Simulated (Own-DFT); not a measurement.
# Bulk modulus against bond length in tetrahedral crystals

No measurement is shown. These are fixed-geometry runs of a retired plane-wave code named Own-DFT, which no person has reviewed; spin and spin-orbit coupling are neglected.

Caveats (not all hold for every row): forces on such cells moved up to 12 meV/angstrom on a denser k mesh; forces not confirmed at this smearing and k mesh; k mesh not checked against a denser one; forces on such cells passed a denser k mesh, each cell not checked; stress not checked against mesh or cutoff.

All runs are PBE with PseudoDojo norm-conserving files; cutoff and k mesh are each material's own. Every cell starts from measured lattice constants and was given uniform random strains and small random moves of its atoms. Each triple is the change of volume in per cent, the rms move u in Å and the pressure in GPa.

- wurtzite AlN (Al64N64), 10.45 Å³/atom unstrained: (-3.82, 0.049, 14.68); (-1.89, 0.050, 10.40); (-1.61, 0.051, 9.25); (-1.61, 0.050, 9.34); (-1.20, 0.051, 8.61); (-0.38, 0.048, 6.54); (1.27, 0.050, 3.14)
- wurtzite GaN (Ga48N48), 11.42 Å³/atom unstrained: (-3.57, 0.047, 15.48); (-2.66, 0.051, 13.70); (-1.39, 0.051, 11.78); (0.97, 0.050, 5.52); (1.80, 0.051, 4.93); (1.89, 0.050, 4.54); (3.71, 0.047, 0.82)
- diamond silicon (Si64), 20.02 Å³/atom unstrained: (-2.65, 0.049, 6.02); (-1.05, 0.049, 3.68); (0.64, 0.053, 1.94); (0.99, 0.053, 1.73); (1.06, 0.048, 1.73); (1.49, 0.045, 1.10); (3.84, 0.051, -0.68)
- zincblende GaP (Ga32P32), 20.24 Å³/atom unstrained: withheld
- zincblende InP (In48P48), 25.27 Å³/atom unstrained: (-3.27, 0.052, 6.46); (-1.96, 0.049, 5.47); (-1.88, 0.049, 5.06); (-1.07, 0.047, 4.61); (-0.13, 0.050, 3.90); (0.50, 0.051, 3.67); (3.27, 0.051, 1.54)
- grey tin (Sn64), 34.15 Å³/atom unstrained: (-2.86, 0.047, 5.25); (-1.79, 0.049, 4.66); (-1.56, 0.048, 4.61); (-1.45, 0.053, 4.47); (-1.13, 0.049, 4.22); (-0.72, 0.052, 4.06); (1.78, 0.047, 2.74)

## Worked fit

Fit a line to each set against the fractional change of volume; B is minus its slope, and u is nearly the same within a set. To take it to zero pressure, assume that B rises by 4 GPa for each GPa: B0 = B - 4 x (mean pressure). The bond length of an ideal tetrahedral crystal with the unstrained volume v is d = (√3/4)(8 v)^(1/3). Cohen's empirical rule reads B0 = (1971 - 220 L) d^(-3.5) GPa, with L = 0 for group IV crystals and SiC and 1 for III-V compounds.

| material | L | d (Å) | B (GPa) | mean P (GPa) | B0 (GPa) | rule (GPa) |
|---|---|---|---|---|---|---|
| wurtzite AlN (Al64N64) | 1 | 1.893 | 227 ± 6 | 8.9 | 192 ± 6 | 188 |
| wurtzite GaN (Ga48N48) | 1 | 1.950 | 204 ± 7 | 8.1 | 172 ± 7 | 169 |
| diamond silicon (Si64) | 0 | 2.352 | 103 ± 7 | 2.2 | 94 ± 7 | 99 |
| zincblende GaP (Ga32P32) | 1 | 2.360 | ? | ? | ? | 87 |
| zincblende InP (In48P48) | 1 | 2.541 | 74 ± 3 | 4.4 | 56 ± 3 | 67 |
| grey tin (Sn64) | 0 | 2.810 | 54 ± 1 | 4.3 | 37 ± 1 | 53 |

A line through ln[B0/(1971 - 220 L)] against ln d has a slope of -4.4 ± 0.2 and a scatter of 7 %. Against the rule, B0 stands at 102 % for wurtzite AlN, 102 % for wurtzite GaN, 95 % for diamond silicon, 84 % for zincblende InP, 70 % for grey tin. PBE tends to make silicon and heavier crystals too soft, and the rule itself is only a guide.

## Test on the hidden row

Q: what B0 does the fitted trend give for zincblende GaP (Ga32P32)?

The line gives 75 GPa. Its own runs give B = 91 ± 5 GPa at a mean pressure of 4.2 GPa, so B0 = 74 GPa.
